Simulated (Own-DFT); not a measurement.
## Calculated data, GaP (zincblende, strained, atoms displaced), SiC (twinned 3C silicon carbide, atoms displaced)

Computed with Own-DFT development build. A calculation, not a measurement: plane-wave PBE density functional theory by an unreviewed code, no spin, of a simulated periodic cell, stress positive in tension, free energy of the whole cell less one offset for each atom, forces on such cells passed a denser k mesh, this cell's mesh not checked; offsets are fitted by least squares, one for each functional and potential file, so energies compare only between cells with the same atoms and settings and are not formation energies; the far tail of each file's local potential was reset to the Coulomb form; each entry is a single point on an unrelaxed cell, so the pressure reflects the starting lattice, mostly measured values (interpolated for alloys), from which strain is counted, and rises with the displacements; printed positions are rounded, which can move forces by about a meV/angstrom; the program, named Own-DFT, is a retired in-house code; no spin-orbit coupling.

Settings shared by all entries: functional PBE; potential files PseudoDojo norm-conserving, scalar-relativistic, standard set; wave cutoff 42 hartree; occupations Fermi-Dirac; smearing width 0.1 eV.

(1) GaP (zincblende, strained, atoms displaced)

```
GaP
1.0
     10.8620     0.0000     0.0000
      0.0000    10.8620     0.0000
      0.0000     0.0000    10.9361
Ga P Ga P Ga P Ga P Ga P Ga P Ga P Ga P
4 4 4 4 4 4 4 4 4 4 4 4 4 4 4 4
Direct
  0.00895 0.99755 0.00068
  0.00065 0.25477 0.24824
  0.25248 0.00131 0.24797
  0.24055 0.25476 0.01247
  0.12081 0.13242 0.12181
  0.13028 0.37623 0.38270
  0.37022 0.12703 0.36665
  0.37890 0.37061 0.12197
  0.00177 0.99661 0.49775
  0.00084 0.24762 0.74794
  0.24857 0.99931 0.75440
  0.24389 0.24194 0.50302
  0.12950 0.12369 0.62563
  0.12751 0.37692 0.87786
  0.38074 0.12015 0.87160
  0.37056 0.36804 0.61481
  0.00193 0.49572 0.00276
  0.99219 0.74609 0.25312
  0.25162 0.50723 0.25292
  0.25410 0.74253 0.00962
  0.12073 0.63097 0.12587
  0.12402 0.87338 0.37480
  0.37934 0.62280 0.38319
  0.37229 0.86864 0.12286
  0.99547 0.50676 0.49801
  0.99876 0.74788 0.74911
  0.25191 0.50211 0.74258
  0.24753 0.75161 0.49509
  0.11997 0.62318 0.63471
  0.12530 0.87748 0.87048
  0.38025 0.62749 0.86908
  0.37674 0.87331 0.62148
  0.49232 0.99745 0.99631
  0.50018 0.25055 0.25370
  0.74450 0.99447 0.25017
  0.75407 0.24900 0.99663
  0.62010 0.12341 0.12892
  0.62598 0.37370 0.37251
  0.87295 0.12574 0.37731
  0.87663 0.38135 0.12808
  0.50917 0.99025 0.50377
  0.49741 0.25387 0.74805
  0.74998 0.99663 0.75510
  0.75091 0.24801 0.49618
  0.63105 0.12711 0.62301
  0.62899 0.38416 0.87512
  0.87296 0.11495 0.86939
  0.88046 0.37242 0.62260
  0.50233 0.49642 0.00037
  0.50072 0.74666 0.24673
  0.75322 0.50034 0.25044
  0.74679 0.75351 0.99511
  0.62414 0.62549 0.13189
  0.62686 0.88520 0.36745
  0.87046 0.62760 0.37375
  0.86797 0.87278 0.11882
  0.50064 0.49970 0.50196
  0.50456 0.75217 0.75088
  0.74888 0.49883 0.75601
  0.75515 0.75195 0.49370
  0.62795 0.62454 0.62597
  0.62741 0.87761 0.87824
  0.87992 0.62826 0.87858
  0.86470 0.87366 0.62288
```

* k mesh: 3 x 3 x 3 centred on Gamma
* free energy of cell above offsets: -33.399 eV
* pressure: 3.58 GPa
* stress xx: -3.78 GPa
* stress yy: -3.74 GPa
* stress zz: -3.2 GPa
* stress yz: 0.17 GPa
* stress xz: 0.55 GPa
* stress xy: -0.38 GPa

Force:
```csv
element,x (eV/Å),y (eV/Å),z (eV/Å)
Ga,-1.004,0.048,-0.171
Ga,-0.134,0.016,0.967
Ga,-0.612,-0.21,-0.38
Ga,1.326,-0.032,-1.61
P,-0.145,-1.34,1.012
P,-0.681,0.37,-0.803
P,0.632,-0.425,1.412
P,-0.359,0.824,0.692
Ga,-0.445,0.358,0.536
Ga,0.098,-0.013,0.371
Ga,0.752,0.075,-0.724
Ga,0.601,0.144,-0.967
P,-0.892,-0.745,0.391
P,-0.037,-0.196,-0.607
P,-1.12,1.138,0.357
P,0.382,0.629,0.855
Ga,0.08,0.701,-0.269
Ga,0.286,0.986,-0.652
Ga,0.109,-0.621,-0.251
Ga,-0.442,0.225,-1.705
P,0.065,-0.936,0.432
P,-0.158,0.135,-0.715
P,-0.307,0.655,-0.87
P,0.405,0.732,0.501
Ga,0.503,-0.513,0.341
Ga,-0.462,0.851,0.149
Ga,0.395,-0.601,0.658
Ga,0.102,-0.523,0.927
P,0.378,0.444,-1.662
P,0.227,-1.084,0.759
P,-0.431,-0.547,0.746
P,-0.332,-0.029,0.475
Ga,0.749,0,0.735
Ga,-0.057,-0.051,-0.425
Ga,1.42,1.496,-1.073
Ga,-0.36,-0.193,0.318
P,0.316,0.102,-0.794
P,0.09,0.396,0.396
P,0.605,-0.476,-0.964
P,-0.218,-0.819,-0.468
Ga,-0.759,1.353,-0.204
Ga,0.537,-0.122,-0.046
Ga,-0.583,0.111,-1.019
Ga,0.098,0.497,0.386
P,-0.618,-0.275,0.55
P,-0.569,-1.617,0.27
P,1.051,1.122,0.953
P,-0.825,0.419,0.168
Ga,-0.279,0.72,0.085
Ga,-0.295,0.545,0.932
Ga,-0.657,-0.027,0.101
Ga,0.088,-0.994,0.449
P,0.45,-0.322,-1.17
P,-0.808,-2.374,0.971
P,0.32,-0.619,0.113
P,0.972,0.44,0.776
Ga,0.507,-0.456,0.23
Ga,0.064,0.2,-0.383
Ga,1.249,0.634,-1.015
Ga,-1.418,0.149,0.227
P,0.136,0.13,-0.275
P,-0.825,-0.102,-0.357
P,-0.539,-0.523,0.035
P,1.378,0.14,0.307
```

(2) SiC (twinned 3C silicon carbide, atoms displaced)

```
SiC
1.0
      4.3596    -4.3596     0.0000
      0.0000     4.3596    -4.3596
      8.7192     8.7192     8.7192
Si C Si C Si C Si C Si C Si C Si C Si C Si C Si C Si C Si C Si C Si C Si C Si C Si C Si C Si C Si C Si C Si C Si C Si C
1 1 1 1 1 1 1 1 1 1 1 1 1 1 1 1 1 1 1 1 1 1 1 1 1 1 1 1 1 1 1 1 1 1 1 1 1 1 1 1 1 1 1 1 1 1 1 1
Direct
  0.03155 0.03159 0.44658
  0.99655 0.99648 0.06654
  0.16261 0.34135 0.10749
  0.15157 0.32605 0.22856
  0.30024 0.14040 0.26252
  0.31129 0.12393 0.39299
  0.00340 0.50676 0.43755
  0.00293 0.50099 0.07099
  0.16892 0.83507 0.09898
  0.19165 0.84421 0.22213
  0.36003 0.65844 0.27498
  0.32976 0.68061 0.38848
  0.45040 0.94725 0.44570
  0.49488 0.98647 0.05865
  0.67858 0.35551 0.09497
  0.61606 0.31272 0.23763
  0.84000 0.16617 0.26987
  0.83427 0.15709 0.40402
  0.48936 0.50764 0.43736
  0.47474 0.47698 0.06914
  0.67399 0.83995 0.10023
  0.66980 0.82919 0.23074
  0.82610 0.64307 0.26342
  0.78416 0.64292 0.38966
  0.98452 0.00674 0.93996
  0.00276 0.01380 0.56927
  0.83201 0.68164 0.60256
  0.81832 0.67307 0.73796
  0.68796 0.84759 0.77043
  0.69110 0.84150 0.89832
  0.02836 0.48726 0.94227
  0.00664 0.50804 0.56070
  0.82967 0.17003 0.60967
  0.83751 0.17158 0.73581
  0.68702 0.35523 0.76330
  0.63059 0.32138 0.90460
  0.50492 0.98592 0.91751
  0.50286 0.99540 0.57279
  0.32828 0.70312 0.59990
  0.35129 0.66626 0.73993
  0.15178 0.84382 0.76373
  0.15037 0.84947 0.88644
  0.49979 0.48855 0.94777
  0.49655 0.48735 0.56274
  0.31392 0.19535 0.61011
  0.29744 0.15714 0.72283
  0.14747 0.32675 0.76646
  0.14634 0.32703 0.89210
```

- hardware: one NVIDIA H100
- k mesh: 5 x 5 x 2 centred on Gamma
- free energy of cell above offsets: 7.685 eV
- pressure: 10.73 GPa
- stress xx: -10.02 GPa
- stress yy: -11.97 GPa
- stress zz: -10.2 GPa
- stress yz: 0.59 GPa
- stress xz: 4.03 GPa
- stress xy: 1.29 GPa
- wall time: 188.1 s

Force:
```csv
element,x (eV/Å),y (eV/Å),z (eV/Å)
Si,-5.224,0.533,1.625
C,-0.179,-0.506,-1.735
Si,-0.44,-0.463,2.412
C,1.767,0.01,-0.681
Si,2.003,2.741,1.011
C,1.77,0.599,-2.045
Si,-4.134,0.31,0.521
C,-1.014,-1.581,-2.231
Si,1.899,0.178,-0.151
C,-2.727,-1.247,4.367
Si,-4.083,0.112,-2.778
C,-0.662,-0.951,5.598
Si,5.057,1.686,-6.702
C,0.113,-0.459,-2.021
Si,-1.241,0.381,5.722
C,2.839,-5.051,-3.302
Si,-1.583,3.209,2.439
C,-0.628,0.353,-1.121
Si,-0.854,-1.229,2.368
C,1.317,-0.406,-3.505
Si,-0.835,2.186,2.07
C,0.277,-1.734,-1.431
Si,1.406,1.769,-0.444
C,4.873,-2.082,-1.254
Si,4.002,-2.242,-0.141
C,-1.325,-0.038,0.165
Si,-0.373,-0.51,1.393
C,-0.893,-5.196,-2.505
Si,-1.377,3.59,2.394
C,-4.755,-0.271,1.459
Si,-3.272,6.22,-2.999
C,0.129,1.985,0.541
Si,-0.352,-0.547,-1.433
C,-3.461,0.274,-1.568
Si,-1.21,3.431,4.409
C,1.666,-5.247,-1.992
Si,0.112,4.969,1.825
C,-0.492,1.746,-5.835
Si,1.272,-1.882,8.644
C,-3.298,0.919,-2.343
Si,2.587,-1.241,2.629
C,2.033,-1.231,2.409
Si,-2.462,1.201,-2.294
C,0.284,1.783,-3.86
Si,0.029,-3.84,0.806
C,4.012,0.566,-0.119
Si,5.139,0.448,-0.961
C,2.286,-3.243,0.649
```
